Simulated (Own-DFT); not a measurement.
# One host, several defects: zincblende InP

No measurement is shown. These are fixed-geometry runs of a retired plane-wave code named Own-DFT, which no person has reviewed; spin and spin-orbit coupling are neglected.

Settings: PBE; PseudoDojo norm-conserving scalar-relativistic files; cutoff 36 hartree; 3 x 3 x 3 k mesh centred on Gamma; Fermi-Dirac smearing of 0.1 eV.

Keep in mind (not all hold for every row): not probed for a lower state with spin; forces on such cells moved up to 12 meV/angstrom on a denser k mesh; stress not checked against mesh or cutoff.

All runs share one cell, with vectors in Å (11.737, 0.000, 0.000); (0.000, 11.737, 0.000); (0.000, 0.000, 11.737) and a volume of 1617.0 Å³. The atoms are randomly displaced, by u rms on each axis. The defect's site can differ from row to row.

| cell | formula | u (Å) | P (GPa) |
|---|---|---|---|
| no defect | In32P32 | 0.0200 | 3.20 |
| no defect | In32P32 | 0.0453 | 3.49 |
| no defect | In32P32 | 0.0467 | 3.52 |
| two P vacancies | In32P30 | 0.0279 | 2.95 |
| two P vacancies | In32P30 | 0.0286 | 2.92 |
| two P vacancies | In32P30 | 0.0292 | ? |
| two P vacancies | In32P30 | 0.0317 | 2.90 |
| one In on a P site and one P on an In site | In32P32 | 0.0323 | 3.68 |
| one In on a P site and one P on an In site | In32P32 | 0.0325 | 3.69 |
| one In on a P site and one P on an In site | In32P32 | 0.0493 | 3.94 |

## Fit

P = P0 + c u² + a shift for each defect gives P0 = 3.13 GPa, c = 177 ± 17 GPa/Å² and a scatter of 0.03 GPa. The shifts, and each times the cell's volume:

- one In on a P site and one P on an In site: 0.37 ± 0.03 GPa, 3.8 eV
- two P vacancies: -0.36 ± 0.03 GPa, -3.6 eV (-1.8 eV for each of its 2 sites)

A positive shift means that the defect pushes the cell outwards. Shift times volume (160.2 GPa Å³ is 1 eV) depends little on the cell's size, so, taken for each site, it can be compared between cells at like pressure. The atoms around the defects weren't relaxed, which would change these numbers.

## Withheld run

The question: what pressure belongs in the blank (two P vacancies, u = 0.0292 Å)?

Estimate: 2.92 ± 0.04 GPa. DFT gave 2.92 GPa.
